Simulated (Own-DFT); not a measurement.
# What random displacements cost in beta-Si3N4, 42 atoms (N24Si18)

These are calculations, not measurements. They come from Own-DFT, an in-house plane-wave density functional program, since retired, whose code no person has reviewed. Each row is one single-point run on a periodic cell that was not relaxed, without spin or spin-orbit coupling.

Settings of every run: PBEsol; PseudoDojo norm-conserving scalar-relativistic files, made for PBE; cutoff 42 hartree; 3 x 3 x 3 k mesh centred on Gamma; Fermi-Dirac smearing of 0.1 eV.

Known limits, some of them of some rows only: some atoms lie very close together; forces on such cells passed a denser k mesh, each cell not checked; stress not checked against mesh or cutoff.

Cell vectors in Å: (7.606, 0.000, 0.000); (-3.803, 6.587, 0.000); (0.000, 0.000, 8.727). In each run every atom was moved at random and independently from its ideal site; u is the rms move along one axis. E is the free energy for each atom above the fitted value at u = 0, and F the rms of the force components.

| run | u (Å) | E (meV/atom) | F (eV/Å) | largest force (eV/Å) | P (GPa) |
|---|---|---|---|---|---|
| 1 | 0.0204 | 19.5 | 0.864 | 2.70 | 3.24 |
| 2 | 0.0222 | 23.1 | 0.934 | 2.72 | 3.22 |
| 3 | 0.0461 | 88.8 | 1.693 | 5.56 | 5.06 |
| 4 | 0.0515 | 128.9 | 2.198 | 6.75 | 6.03 |
| 5 | 0.0535 | ? | ? | ? | ? |
| 6 | 0.0907 | 382.5 | 3.852 | 12.50 | 13.10 |
| 7 | 0.1051 | 493.9 | 4.621 | 16.62 | 15.58 |
| 8 | 0.1072 | 548.6 | 5.122 | 23.14 | 16.75 |
| 9 | 0.1534 | 1087.7 | 8.496 | 45.73 | 32.03 |

## Worked fit

For small independent moves the energy grows as E = (3/2) K u², with K the mean stiffness felt by one atom. The runs with u up to 0.11 Å give K = 30.7 ± 0.8 eV/Å², with residuals divided by u² + 0.0006 Å², since the noise grows with the moves. The scatter is 6.2 meV/atom at u = 0.05 Å. The forces follow F = G u with G = 42.7 eV/Å²; no force at u = 0 is resolved. G exceeds K because the moves of its neighbours add to the force on an atom, and stiffness differs between atoms. At u = 0.153 Å the parabola gives 1084 meV/atom and the run 1088. The pressure follows P = 2.69 + 1210 u² GPa: at fixed volume, shortened bonds push harder than stretched ones pull.

## Withheld run

Question: what energy and rms force should run 5 give?

The fit gives 132 ± 8 meV/atom and about 2.29 eV/Å. The calculation gave 140.2 meV/atom and 2.428 eV/Å.
